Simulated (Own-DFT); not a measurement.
Al3GaAs4 (zincblende random alloy, atoms displaced), In3GaP4 (zincblende random alloy, atoms displaced) (calculated)

A calculation, not a measurement: plane-wave PBE density functional theory by an unreviewed code, no spin, of a simulated periodic cell, stress positive in tension, free energy of the whole cell less one offset for each atom, forces on such cells passed a denser k mesh, this cell's mesh not checked; offsets are fitted by least squares, one for each functional and potential file, so energies compare only between cells with the same atoms and settings and are not formation energies; the far tail of each file's local potential was reset to the Coulomb form; each entry is a single point on an unrelaxed cell, so the pressure reflects the starting lattice, mostly measured values, from which strain is counted, and rises with the displacements; printed positions are rounded, which can move forces by about a meV/angstrom; the program is a retired in-house code; no spin-orbit coupling; before rounding, a Quantum ESPRESSO 7.3.1 run of the same cell and cutoff gave forces within 1 meV/angstrom rms on each cell, which checks the program and not the settings. Program: Own-DFT development build.

Settings shared by all entries: functional PBE; potential files PseudoDojo norm-conserving, scalar-relativistic, standard set; wave cutoff 42 hartree; occupations Fermi-Dirac; smearing width 0.1 eV; k mesh 3 x 3 x 3 centred on Gamma.

(1) Al3GaAs4 (zincblende random alloy, atoms displaced)

```
Al3GaAs4
1.0
     11.3183     0.0000     0.0000
      0.0000    11.3183     0.0000
      0.0000     0.0000    11.3183
Al Ga Al As Al As Ga Al Ga As Al Ga As Ga Al As Al As Al Ga As Al As
2 1 1 4 4 4 1 2 1 4 3 1 4 2 2 4 4 4 2 2 4 4 4
Direct
  0.00381 0.99691 0.99995
  0.99875 0.25263 0.24947
  0.24622 0.99907 0.24860
  0.24998 0.24276 0.00245
  0.12468 0.13158 0.12543
  0.11932 0.37954 0.37502
  0.37906 0.12478 0.37130
  0.37378 0.37184 0.12233
  0.00063 0.99518 0.50137
  0.00141 0.25620 0.75277
  0.25504 0.99998 0.75318
  0.25269 0.25317 0.49906
  0.12827 0.12581 0.62619
  0.13053 0.37441 0.87575
  0.37290 0.12734 0.87503
  0.37158 0.37158 0.62469
  0.99849 0.50076 0.00074
  0.99741 0.75212 0.24440
  0.25147 0.50442 0.25100
  0.25334 0.75482 0.99416
  0.12633 0.62729 0.12490
  0.12147 0.87407 0.37323
  0.37321 0.62338 0.37684
  0.37398 0.87086 0.12378
  0.99932 0.49223 0.49973
  0.99825 0.74811 0.74556
  0.25335 0.49696 0.75398
  0.24719 0.74771 0.50088
  0.12141 0.62033 0.62722
  0.12876 0.87275 0.87251
  0.37178 0.62842 0.87354
  0.37570 0.86855 0.62227
  0.50099 0.00092 0.99980
  0.50227 0.24734 0.24902
  0.74938 0.99693 0.24509
  0.75215 0.24803 0.99821
  0.62701 0.12245 0.12565
  0.62763 0.37302 0.37521
  0.87174 0.12592 0.37839
  0.87691 0.37707 0.12583
  0.49914 0.00012 0.49528
  0.50122 0.25081 0.74872
  0.75472 0.00118 0.75085
  0.74850 0.25021 0.49559
  0.63109 0.12422 0.62616
  0.62154 0.37082 0.87448
  0.87328 0.11984 0.87775
  0.87345 0.37593 0.63094
  0.50219 0.50247 0.99894
  0.49773 0.74954 0.24711
  0.74813 0.49679 0.24950
  0.75204 0.74608 0.99830
  0.62678 0.62792 0.12451
  0.62683 0.87357 0.37718
  0.87465 0.62623 0.37479
  0.87439 0.87737 0.12890
  0.50254 0.49774 0.49495
  0.50264 0.74813 0.74773
  0.74797 0.50599 0.74720
  0.74516 0.74700 0.49522
  0.62733 0.62612 0.62867
  0.62108 0.87327 0.87463
  0.87390 0.62552 0.87355
  0.87478 0.87683 0.62751
```

- free energy of cell above offsets: -19.979 eV
- pressure: 3 GPa
- stress xx: -3.01 GPa
- stress yy: -2.97 GPa
- stress zz: -3 GPa
- stress yz: -0.22 GPa
- stress xz: 0.07 GPa
- stress xy: 0.59 GPa

Force:
| element | x (eV/Å) | y (eV/Å) | z (eV/Å) |
| --- | --- | --- | --- |
| Al | -0.021 | 0.132 | 0.123 |
| Al | -0.181 | -0.224 | 0.46 |
| Ga | 0.274 | 0.072 | -0.004 |
| Al | 0.136 | 0.8 | -0.31 |
| As | -0.441 | -0.885 | 0.178 |
| As | 1.012 | -0.621 | -0.428 |
| As | -0.676 | 0.028 | 0.231 |
| As | 0.199 | 0.456 | 0.299 |
| Al | 0.02 | 0.718 | 0.114 |
| Al | -0.02 | -0.806 | 0.019 |
| Al | -0.186 | -0.196 | -0.625 |
| Al | -0.567 | -0.497 | -0.459 |
| As | -0.206 | -0.058 | -0.068 |
| As | -0.378 | -0.064 | 0.522 |
| As | 0.626 | -0.216 | -0.026 |
| As | 0.802 | 0.605 | -0.009 |
| Ga | 0.449 | 0.089 | -0.182 |
| Al | 0.187 | -0.444 | 0.496 |
| Al | -0.248 | -0.62 | -0.286 |
| Ga | -0.439 | -0.493 | 0.535 |
| As | 0.061 | 0.14 | -0.311 |
| As | 0.179 | -0.18 | 0.046 |
| As | 0.446 | 0.259 | -0.143 |
| As | 0.072 | 0.737 | 0.083 |
| Al | -0.596 | 0.899 | 0.449 |
| Al | 0.175 | 0.184 | 0.354 |
| Al | -0.237 | 0.357 | -0.451 |
| Ga | -0.315 | -0.064 | 0.02 |
| As | 0.332 | -0.21 | -0.188 |
| As | -0.623 | 0.255 | -0.236 |
| As | 0.777 | -0.445 | -0.077 |
| As | 0.095 | 0.733 | 0.129 |
| Ga | -0.295 | -0.076 | 0.032 |
| Ga | -0.048 | 0.319 | -0.258 |
| Al | -0.075 | 0.38 | 0.984 |
| Al | -0.143 | 0.196 | 0.263 |
| As | 0.02 | 0.283 | -0.283 |
| As | -0.398 | 0.072 | -0.304 |
| As | 0.502 | -0.446 | -0.657 |
| As | -0.417 | -0.36 | -0.324 |
| Al | 0.243 | -0.099 | 0.692 |
| Al | -0.144 | -0.417 | -0.241 |
| Al | -0.626 | -0.385 | 0.145 |
| Al | 0.351 | 0.055 | 0.932 |
| As | -0.703 | -0.012 | -0.264 |
| As | 0.586 | 0.674 | 0.032 |
| As | 0.795 | 0.56 | -0.088 |
| As | -0.263 | -0.141 | -0.574 |
| Al | -0.348 | -0.14 | 0.018 |
| Al | 0.228 | -0.053 | 0.561 |
| Ga | 0.237 | 0.522 | 0.018 |
| Ga | -0.109 | 0.693 | 0.097 |
| As | -0.228 | -0.44 | 0.121 |
| As | -0.482 | 0.172 | -0.755 |
| As | 0.192 | -0.361 | -0.057 |
| As | 0.161 | -0.257 | -1.02 |
| Al | -0.234 | 0.105 | 0.764 |
| Al | -0.454 | 0.117 | 0.224 |
| Al | 0.105 | -0.894 | 0.707 |
| Al | 0.687 | 0.158 | 0.657 |
| As | -0.524 | -0.159 | -0.975 |
| As | 0.636 | 0.191 | -0.121 |
| As | 0.301 | -0.134 | -0.06 |
| As | -0.26 | -0.566 | -0.52 |

(2) In3GaP4 (zincblende random alloy, atoms displaced)

```
In3GaP4
1.0
     11.5283     0.0000     0.0000
      0.0000    11.5283     0.0000
      0.0000     0.0000    11.5283
In Ga In P Ga In P In Ga In P In Ga In P In Ga In P In Ga In P Ga In P In P
1 2 1 4 1 3 4 2 1 1 4 1 1 2 4 2 1 1 4 1 1 2 4 1 3 4 4 4
Direct
  0.00188 0.99721 0.99275
  0.00634 0.24338 0.25587
  0.24830 0.99342 0.25334
  0.24953 0.23611 0.98587
  0.11811 0.11635 0.13493
  0.12721 0.37939 0.37185
  0.38267 0.13115 0.36637
  0.36417 0.38305 0.12592
  0.98983 0.00719 0.50157
  0.00009 0.24228 0.76115
  0.25194 0.98485 0.74716
  0.24508 0.24789 0.49825
  0.12674 0.11256 0.62860
  0.12999 0.37055 0.86939
  0.37868 0.12411 0.88592
  0.38012 0.38112 0.61950
  0.00655 0.50300 0.99427
  0.98846 0.74147 0.23866
  0.26094 0.50372 0.25091
  0.24142 0.75031 0.01165
  0.11917 0.62685 0.12313
  0.12113 0.86663 0.37960
  0.36560 0.61938 0.37476
  0.37662 0.87575 0.12079
  0.99860 0.49568 0.50955
  0.00178 0.75477 0.73957
  0.24594 0.48452 0.74406
  0.24859 0.75817 0.49444
  0.12752 0.62899 0.63258
  0.13266 0.88016 0.87015
  0.36184 0.63941 0.87767
  0.37009 0.87012 0.61844
  0.50008 0.00708 0.01067
  0.49457 0.26106 0.25560
  0.74448 0.00115 0.24867
  0.74297 0.25461 0.00204
  0.62352 0.11852 0.11816
  0.62563 0.36455 0.37951
  0.87805 0.11562 0.38267
  0.87925 0.36966 0.12523
  0.49450 0.98938 0.50773
  0.50749 0.24586 0.73405
  0.74191 0.00191 0.75501
  0.75648 0.24998 0.49750
  0.63948 0.13099 0.61765
  0.62942 0.37853 0.87754
  0.86652 0.11370 0.87759
  0.86985 0.36916 0.62714
  0.49719 0.50924 0.99752
  0.50715 0.74463 0.24369
  0.74572 0.49516 0.25418
  0.74285 0.75736 0.00495
  0.62541 0.63047 0.11644
  0.62278 0.87029 0.37649
  0.87696 0.61606 0.38183
  0.87789 0.87095 0.12873
  0.49817 0.49617 0.49608
  0.50249 0.75256 0.74860
  0.73667 0.49386 0.74907
  0.76173 0.75606 0.49077
  0.61032 0.61601 0.62755
  0.62843 0.86824 0.87482
  0.87854 0.62610 0.87022
  0.86950 0.87474 0.62665
```

* free energy of cell above offsets: -27.125 eV
* pressure: 4.87 GPa
* stress xx: -4.9 GPa
* stress yy: -4.8 GPa
* stress zz: -4.91 GPa
* stress yz: 0.53 GPa
* stress xz: -0.07 GPa
* stress xy: -0.13 GPa

Force:
| element | x (eV/Å) | y (eV/Å) | z (eV/Å) |
| --- | --- | --- | --- |
| In | -0.129 | -0.166 | 0.729 |
| Ga | -0.376 | 0.362 | -0.037 |
| Ga | 0.181 | 0.112 | 0.094 |
| In | -1.417 | 1.363 | 2.496 |
| P | 0.805 | 0.334 | 0.154 |
| P | -0.223 | -0.077 | -0.888 |
| P | -1.733 | -2.222 | 1.059 |
| P | 0.742 | 0.294 | -0.911 |
| Ga | 1.157 | -1.411 | 0.802 |
| In | -0.529 | -0.403 | -0.906 |
| In | 1.096 | 1.815 | 0.005 |
| In | 0.388 | -0.268 | 0.049 |
| P | -0.937 | 0.471 | -0.851 |
| P | -0.792 | -0.308 | 1.058 |
| P | 1.562 | -0.689 | -3.489 |
| P | -0.124 | -2.38 | 0.894 |
| In | -0.628 | -0.647 | -0.137 |
| In | 0.76 | -0.326 | 2.01 |
| Ga | -1.412 | -0.157 | -0.311 |
| In | 0.247 | 0.789 | -0.67 |
| P | 1.138 | -1.527 | 1.313 |
| P | -1.368 | 2.203 | -1.384 |
| P | 0.712 | 0.374 | -0.598 |
| P | -0.839 | 0.241 | 1.589 |
| In | 0.656 | 0.072 | 0.106 |
| Ga | -0.183 | -0.177 | 0.852 |
| In | 0.924 | 1.856 | 0.282 |
| In | -0.219 | -1.811 | 0.371 |
| P | -0.474 | 0.324 | -0.34 |
| P | -1.909 | -2.064 | 0.56 |
| P | 1.157 | -1.913 | -0.336 |
| P | 0.793 | -0.389 | 1.106 |
| In | -0.444 | -1.91 | -1.597 |
| In | 0.368 | -0.112 | -1.958 |
| Ga | 0.324 | -0.363 | 0.139 |
| In | 0.913 | -0.64 | 0.145 |
| P | 1.604 | 1.409 | 2.778 |
| P | 0.161 | 1.08 | -0.179 |
| P | -0.12 | 0.368 | -1.971 |
| P | 0.676 | -0.207 | 0.759 |
| In | 0.935 | 1.833 | -1.136 |
| Ga | -0.257 | 0.5 | 0.911 |
| In | 0.076 | -0.571 | -0.678 |
| In | 0.734 | 0.093 | -0.597 |
| P | -2.396 | -0.955 | 1.045 |
| P | -2.935 | -0.627 | 0.353 |
| P | 0.393 | 1.376 | 0.555 |
| P | 0.716 | 0.183 | 0.842 |
| Ga | -0.563 | -0.052 | -0.203 |
| In | -1.34 | 0.304 | 0.7 |
| In | 0.261 | 0.163 | -0.59 |
| In | 1.968 | -0.533 | -0.618 |
| P | -0.414 | -2.402 | 0.246 |
| P | 0.52 | 1.011 | -0.82 |
| P | -0.131 | 0.11 | -0.835 |
| P | -1.577 | 2.026 | -0.364 |
| In | 0.288 | 0.504 | -0.89 |
| In | -0.79 | -0.408 | 0.296 |
| In | 1.574 | 1.194 | -0.468 |
| In | -1.013 | -0.974 | 0.704 |
| P | 1.391 | 1.094 | -0.803 |
| P | -1.309 | 1.347 | -0.024 |
| P | -0.201 | 0.829 | -0.643 |
| P | 1.563 | 0.662 | 0.233 |

(3) In3GaP4 (zincblende random alloy, atoms displaced)

```
In3GaP4
1.0
     11.5283     0.0000     0.0000
      0.0000    11.5283     0.0000
      0.0000     0.0000    11.5283
In P Ga In P In Ga P In Ga In P In Ga In P Ga In P Ga In P In Ga P
4 4 1 3 4 3 1 4 2 1 1 4 2 1 1 4 1 3 4 2 2 4 3 1 4
Direct
  0.99623 0.99459 0.99094
  0.00702 0.24301 0.25926
  0.24714 0.99153 0.26097
  0.24733 0.26103 0.00019
  0.12434 0.12372 0.13438
  0.13731 0.37510 0.38550
  0.39138 0.12893 0.38066
  0.38767 0.37244 0.13385
  0.99761 0.00487 0.50930
  0.99765 0.23688 0.75298
  0.24320 0.00646 0.75510
  0.26039 0.24586 0.48524
  0.11891 0.11227 0.62158
  0.11999 0.37606 0.88905
  0.37601 0.12760 0.87730
  0.37767 0.37600 0.61568
  0.99414 0.49287 0.00631
  0.99257 0.75244 0.25429
  0.23240 0.49377 0.23714
  0.24826 0.76224 0.00024
  0.12744 0.62026 0.13077
  0.12435 0.87366 0.38271
  0.37352 0.62772 0.37774
  0.38076 0.88232 0.11888
  0.00278 0.49488 0.50127
  0.99769 0.75172 0.75021
  0.24970 0.49484 0.74949
  0.25335 0.74770 0.50265
  0.11368 0.62691 0.62210
  0.12321 0.88258 0.87085
  0.38126 0.62758 0.88413
  0.37799 0.86840 0.61568
  0.50486 0.99759 0.00394
  0.50285 0.24658 0.25702
  0.74337 0.98600 0.24990
  0.75790 0.23459 0.99484
  0.60312 0.12476 0.11600
  0.63122 0.37818 0.38035
  0.88963 0.11964 0.37594
  0.88015 0.37402 0.12611
  0.50236 0.00651 0.49401
  0.49893 0.26391 0.75365
  0.75356 0.00154 0.74879
  0.75052 0.25839 0.50700
  0.62789 0.11913 0.61884
  0.62679 0.37790 0.87617
  0.86553 0.13935 0.88389
  0.88305 0.36571 0.62398
  0.50575 0.49470 0.99470
  0.50839 0.74577 0.25430
  0.74785 0.50545 0.24967
  0.74291 0.73644 0.99792
  0.62487 0.62033 0.13213
  0.61586 0.87518 0.36593
  0.88868 0.62456 0.37806
  0.88510 0.86966 0.12696
  0.50763 0.50557 0.49805
  0.49523 0.75394 0.75092
  0.75401 0.50362 0.74674
  0.74385 0.74648 0.49007
  0.62045 0.61837 0.63101
  0.62933 0.87752 0.87550
  0.87647 0.62899 0.86493
  0.87035 0.88225 0.62337
```

* free energy of cell above offsets: -25.391 eV
* pressure: 5.28 GPa
* stress xx: -5.16 GPa
* stress yy: -5.26 GPa
* stress zz: -5.42 GPa
* stress yz: 0.53 GPa
* stress xz: 0.47 GPa
* stress xy: 0.51 GPa

Force:
| element | x (eV/Å) | y (eV/Å) | z (eV/Å) |
| --- | --- | --- | --- |
| In | -0.146 | 1.267 | 1.286 |
| In | 0.055 | 1.344 | -0.296 |
| In | 0.869 | 0.717 | -0.671 |
| In | 1.125 | -1.41 | 1.276 |
| P | 0.698 | -0.48 | -1.397 |
| P | -1.275 | 0.14 | -1.086 |
| P | -0.69 | -2.369 | -0.154 |
| P | -0.567 | 1.225 | -1.396 |
| Ga | -0.33 | -1.054 | -0.929 |
| In | 1.064 | 0.887 | -0.078 |
| In | 1.801 | -0.193 | -0.845 |
| In | -0.5 | -0.369 | 2.17 |
| P | 0.443 | 1.212 | -0.562 |
| P | 0.391 | 0.4 | -2.913 |
| P | -0.074 | 0.215 | -0.125 |
| P | -0.974 | 0.623 | 1.036 |
| In | 0.168 | 1.989 | -0.616 |
| In | 1.913 | -0.167 | 0.122 |
| In | 2.929 | -0.971 | 1.631 |
| Ga | 0.351 | -0.621 | 0.304 |
| P | -1.385 | 2.926 | -2.369 |
| P | -1.111 | 0.301 | 0.946 |
| P | 0.688 | -0.345 | -1.765 |
| P | -1.177 | -2.306 | 1.432 |
| In | -0.036 | -0.345 | 0.156 |
| In | 0.194 | 0.868 | -0.715 |
| Ga | -0.115 | 0.398 | 0.101 |
| In | -0.89 | -0.366 | -0.187 |
| P | 1.854 | -0.575 | 1.114 |
| P | 0.602 | -1.93 | 0.715 |
| P | -1.3 | -0.768 | 0.173 |
| P | 0.527 | 2.386 | 0.513 |
| In | -1.031 | -0.793 | -2.436 |
| In | 1.084 | 1.007 | -0.209 |
| Ga | 0.781 | 0.907 | -0.552 |
| In | -4.486 | 4.15 | 4.699 |
| P | 3.711 | 0.973 | 2.066 |
| P | -0.167 | -0.231 | -0.765 |
| P | -2.256 | -1.14 | 0.79 |
| P | -1.374 | -1.186 | 1.21 |
| Ga | 0.221 | -0.861 | 0.846 |
| In | -0.196 | -1.309 | -0.677 |
| In | -0.418 | 0.435 | 0.483 |
| In | 0.261 | -1.593 | -0.934 |
| P | -1.119 | 0.317 | 0.14 |
| P | 0.556 | 0.474 | 0.846 |
| P | 3.749 | -4.747 | -3.929 |
| P | -0.037 | 0.999 | 0.964 |
| Ga | -0.419 | 0.27 | 0.878 |
| Ga | -1.382 | -0.208 | -0.554 |
| In | 1.386 | -0.84 | 0.664 |
| In | 0.68 | 0.908 | 0.202 |
| P | -1.908 | 0.432 | -0.92 |
| P | 0.687 | -0.066 | 0.926 |
| P | -2.378 | 0.009 | 0.643 |
| P | -2.525 | 0.883 | -0.724 |
| In | -0.975 | -0.117 | -0.453 |
| In | 0.521 | -0.045 | 0.161 |
| In | 0.255 | -0.963 | -0.154 |
| Ga | 0.179 | 0.067 | 0.65 |
| P | 1.062 | 1.848 | -0.741 |
| P | -0.098 | -0.337 | -0.068 |
| P | 0.003 | -0.837 | 1.586 |
| P | 0.53 | -1.035 | -1.513 |

(4) Al3GaAs4 (zincblende random alloy, atoms displaced)

```
Al3GaAs4
1.0
     11.3183     0.0000     0.0000
      0.0000    11.3183     0.0000
      0.0000     0.0000    11.3183
Ga Al As Al Ga Al As Al Ga Al As Al As Ga Al Ga Al As Al As Ga Al Ga As Al As
1 3 4 1 1 2 4 1 1 2 4 4 4 1 1 1 1 4 4 4 1 1 2 4 4 4
Direct
  0.00070 0.99970 0.00105
  0.00413 0.25249 0.25001
  0.24848 0.00510 0.24951
  0.24952 0.24921 0.99639
  0.12704 0.12554 0.12455
  0.12398 0.37027 0.37499
  0.37373 0.11759 0.37856
  0.37363 0.37852 0.12341
  0.00454 0.99711 0.49917
  0.00150 0.24639 0.75673
  0.24898 0.00046 0.74873
  0.25165 0.24347 0.50050
  0.12617 0.13082 0.63325
  0.12597 0.37251 0.87448
  0.37795 0.13137 0.87579
  0.37461 0.37156 0.62281
  0.00169 0.49916 0.99853
  0.99625 0.75078 0.24573
  0.25104 0.49965 0.24975
  0.24903 0.75211 0.99958
  0.12323 0.62225 0.12634
  0.12482 0.87631 0.37763
  0.37919 0.62780 0.37073
  0.37938 0.87851 0.12223
  0.99785 0.50443 0.49792
  0.00228 0.74763 0.74976
  0.25135 0.50144 0.75396
  0.25042 0.74509 0.50147
  0.12611 0.62615 0.62500
  0.12618 0.87315 0.87607
  0.37584 0.62183 0.87691
  0.37845 0.87259 0.62546
  0.50164 0.00102 0.00115
  0.49951 0.25134 0.24933
  0.74767 0.00113 0.24930
  0.74774 0.25349 0.00211
  0.62591 0.12646 0.12984
  0.62391 0.37446 0.37279
  0.87920 0.12250 0.37441
  0.87630 0.37276 0.12125
  0.49704 0.99860 0.50344
  0.50152 0.24949 0.74786
  0.75046 0.99702 0.74977
  0.74770 0.24860 0.49680
  0.62335 0.12625 0.62446
  0.62555 0.37188 0.87568
  0.88197 0.12673 0.87480
  0.87513 0.37455 0.61994
  0.50258 0.49902 0.00279
  0.49953 0.75009 0.25271
  0.74889 0.50135 0.25100
  0.74988 0.74707 0.00063
  0.62401 0.62570 0.12470
  0.62676 0.86979 0.37807
  0.87659 0.62576 0.37833
  0.87582 0.87871 0.12415
  0.50485 0.50088 0.50259
  0.50244 0.75015 0.75270
  0.75160 0.50062 0.75130
  0.75160 0.74833 0.49764
  0.62299 0.62160 0.62509
  0.62250 0.87782 0.87584
  0.87695 0.62405 0.86725
  0.88284 0.87625 0.62693
```

- free energy of cell above offsets: -20.091 eV
- pressure: 2.98 GPa
- stress xx: -3.01 GPa
- stress yy: -2.95 GPa
- stress zz: -2.97 GPa
- stress yz: 0.21 GPa
- stress xz: -0.01 GPa
- stress xy: -0.1 GPa

Force:
| element | x (eV/Å) | y (eV/Å) | z (eV/Å) |
| --- | --- | --- | --- |
| Ga | 0.28 | 0.067 | -0.155 |
| Al | -0.552 | -0.429 | -0.298 |
| Al | 0.145 | -0.814 | -0.054 |
| Al | 0.164 | 0.181 | 0.451 |
| As | -0.145 | 0.23 | -0.124 |
| As | 0.516 | 0.691 | 0.412 |
| As | 0.35 | 0.689 | -0.452 |
| As | -0.037 | -0.602 | 0.092 |
| Al | -0.085 | 0.765 | 0.514 |
| Ga | -0.222 | 0.944 | -0.79 |
| Al | 0.487 | -0.043 | 0.353 |
| Al | -0.21 | 0.391 | 0.027 |
| As | -0.067 | -0.779 | -0.919 |
| As | 0.022 | 0.501 | 0.091 |
| As | -0.125 | -0.797 | -0.24 |
| As | 0.033 | 0.517 | 0.097 |
| Al | -0.22 | 0.007 | -0.16 |
| Ga | 0.325 | 0.071 | 0.455 |
| Al | -0.166 | -0.037 | 0.344 |
| Al | 0.307 | -0.339 | 0.346 |
| As | 0.232 | 0.35 | -0.196 |
| As | 0.469 | -0.536 | -0.588 |
| As | -0.492 | -0.695 | 0.695 |
| As | -0.615 | -0.353 | 0.566 |
| Al | 0.58 | -0.708 | 0.306 |
| Al | 0.146 | 0.389 | -0.024 |
| Al | -0.029 | -0.43 | -0.563 |
| Al | 0.274 | 0.52 | -0.348 |
| As | 0.016 | -0.508 | 0.114 |
| As | -0.114 | 0.193 | -0.233 |
| As | 0.125 | 0.5 | 0.105 |
| As | -0.568 | -0.11 | 0.247 |
| Ga | -0.026 | 0.56 | -0.095 |
| Al | -0.539 | -0.125 | 0.207 |
| Ga | 0.293 | -0.269 | 0.484 |
| Al | 0.363 | -0.666 | -0.2 |
| As | -0.152 | 0.088 | -0.545 |
| As | 0.018 | 0.071 | 0.202 |
| As | -0.176 | 0.217 | 0.019 |
| As | 0.031 | 0.443 | 0.513 |
| Al | 0.619 | -0.221 | -0.176 |
| Al | -0.116 | 0.267 | 0.061 |
| Al | 0.283 | 0.422 | -0.039 |
| Al | 0.361 | -0.074 | -0.024 |
| As | 0.341 | -0.379 | -0.021 |
| As | -0.031 | 0.41 | -0.241 |
| As | -1.406 | -0.484 | 0.526 |
| As | 0.01 | -0.117 | 0.535 |
| Ga | -0.011 | -0.087 | -0.319 |
| Al | 0.271 | 0.486 | -0.62 |
| Ga | 0.361 | -0.159 | -0.215 |
| Ga | 0.243 | 0.3 | -0.306 |
| As | 0.097 | 0.071 | 0.298 |
| As | -0.261 | 0.674 | -0.178 |
| As | -0.272 | 0.111 | -0.765 |
| As | -0.489 | -0.322 | -0.111 |
| Al | -0.753 | -0.389 | -0.483 |
| Al | -0.233 | -0.261 | -0.084 |
| Al | -0.209 | -0.578 | -0.44 |
| Al | 0.154 | 0.128 | 0.887 |
| As | 0.611 | 0.645 | 0.353 |
| As | 0.518 | -0.314 | 0.025 |
| As | 0.009 | 0.045 | 0.916 |
| As | -0.733 | -0.317 | -0.234 |
